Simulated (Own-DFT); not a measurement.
# Around an empty site: 2H SiC, 71 atoms (C36Si35), with one Si vacancy

All numbers below are calculated, not measured. They come from Own-DFT, an in-house plane-wave density functional program, since retired, whose code no person has reviewed. Each row is one single-point run on a periodic cell that was not relaxed, without spin or spin-orbit coupling.

Settings of every run: PBE; PseudoDojo norm-conserving scalar-relativistic files; cutoff 42 hartree; 4 x 4 x 3 k mesh centred on Gamma; Fermi-Dirac smearing of 0.1 eV.

Known limits: a neutral cation vacancy leaves holes that likely carry spin, which these runs leave out; not probed for a lower state with spin; forces on such cells moved up to 12 meV/angstrom on a denser k mesh; stress not checked against mesh or cutoff.

Cell vectors in Å: (9.248, 0.000, 0.000); (-4.624, 8.009, 0.000); (0.000, 0.000, 10.068). Every atom was also moved at random, by a Gaussian of width 0.05 Å on each axis. The defect's site can differ from row to row. The empty site has 4 nearest neighbours, all C. For each, d is its distance from the empty site and R the part of its force along the line away from it, positive outwards. The last column is the rms force component on atoms over 4.5 Å away.

```
run,d1 (Å),d2 (Å),d3 (Å),d4 (Å),R1 (eV/Å),R2 (eV/Å),R3 (eV/Å),R4 (eV/Å),far F (eV/Å)
1,1.868,1.884,1.888,1.928,1.61,1.86,1.58,1.32,1.64
2,1.838,1.882,1.895,1.895,2.55,0.92,1.73,1.72,1.45
3,1.829,1.901,1.955,2.018,2.55,0.02,0.74,0.10,1.50
4,1.800,1.822,1.857,1.955,2.24,2.10,1.87,0.87,1.48
5,1.777,1.852,1.856,1.860,3.21,1.54,1.62,1.31,1.88
6,1.776,1.910,1.915,1.923,2.68,1.77,1.39,0.89,1.51
7,1.826,1.844,1.847,1.927,1.87,1.76,1.58,0.99,1.49
8,1.827,1.829,1.833,1.972,1.65,2.19,1.35,0.95,1.30
9,1.864,1.873,1.956,2.056,?,?,?,?,?
```

## Worked fit

A straight line through the 32 neighbours shown gives R = 1.58 - 10.0 (d - 1.875) eV/Å, with a scatter of 0.41 left by the moves of the other atoms. The slope, with an error of 1.3, is the pull back towards the neighbour's own site. The constant, 1.58 ± 0.07 eV/Å, is the force at the mean distance: with one bond gone, the neighbours are pushed outwards, away from the empty site. It shows how a relaxation would start, not where it would end, and it depends somewhat on the width of the random moves.

## Withheld run

Question: what mean R should the neighbours of run 9 feel? Their mean d is 1.937 Å.

The line gives 0.95 ± 0.17 eV/Å, by the scatter of the means of the runs shown. The calculation gave R = 1.35, 1.58, 1.11, -0.41, a mean of 0.91 eV/Å.
